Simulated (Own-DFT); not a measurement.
# Oxygen vacancies on unlike sites: monoclinic HfO2, Hf32O62

Calculated, not measured. Each geometry was run twice at fixed positions with Own-DFT, a retired in-house plane-wave program that no person has reviewed: with PBE, and with HSE06 (exact exchange share 0.25 at short range, screening 0.11 per bohr, Gygi-Baldereschi treatment of its divergence). Both used PseudoDojo norm-conserving files made for PBE, a cutoff of 48 hartree, the Gamma point alone, fixed occupations, a neutral cell and no spin. The unstrained cell is 10.1 Å across at its thinnest, so Gamma alone is coarse and defects feel their images. The hafnium file keeps the 4f electrons in the core, and its forces lie about 75 meV/Å off all-electron values. The oxygen file's force components were 24 meV/Å off all-electron values in a glass.

Cell vectors in Å: (10.234, 0.000, 0.000); (0.000, 10.350, 0.000); (-1.696, 0.000, 10.445). Atoms were moved at random from their ideal sites, and each line below averages several runs of one case and one width of the moves; u² is the mean square move along one axis. E is the PBE energy of the cell and D the HSE06 energy less the PBE one, each over its lowest single run, with the standard error of the mean. Within a case the pair of sites differs from run to run.

- A: two O taken from sites with four and four neighbours, under 3.2 Å apart
- B: two O taken from sites with three and four neighbours, under 3.2 Å apart
- C: two O taken from sites with three and three neighbours, under 3.2 Å apart

```
case  runs   u² (Å²)  E (eV)  error of E  D (eV)  error of D
   A     8  0.000890   0.236       0.056   0.136       0.017
   A     8  0.002568   4.099       0.165   0.331       0.016
   A     8  0.006283  13.247       0.532   0.796       0.047
   B     8  0.000902   0.390       0.090   0.096       0.006
   B     8  0.002553   4.192       0.293   0.284       0.031
   B     8  0.006372  12.401       0.526   0.703       0.048
   C     8  0.000865   0.555       0.055   0.041       0.013
   C     8  0.002448   4.222       0.286   0.257       0.027
   C     8  0.006616  14.386       0.486   0.785       0.058
```

Asked: how do the cases differ under PBE, and what does HSE06 change?

## Working it out

Fit E and D each to a + b u², with one a for each case and lines weighted by their errors. Against A, in eV:

| case | PBE | change by HSE06 | HSE06 |
|---|---|---|---|
| B | 0.10 ± 0.10 | -0.040 ± 0.014 | 0.06 ± 0.10 |
| C | 0.38 ± 0.08 | -0.083 ± 0.017 | 0.30 ± 0.08 |

Under PBE, C lies above A by more than three errors. D is known much better than E, because both runs of a geometry share the same random moves. HSE06 moves C down against A. The slope b is 2332 ± 46 eV/Å² for E and 120 ± 5 for D, so at this fixed cell HSE06 makes random moves about 5 % costlier. The vacancies are unrelaxed, and relaxation differs between sites.
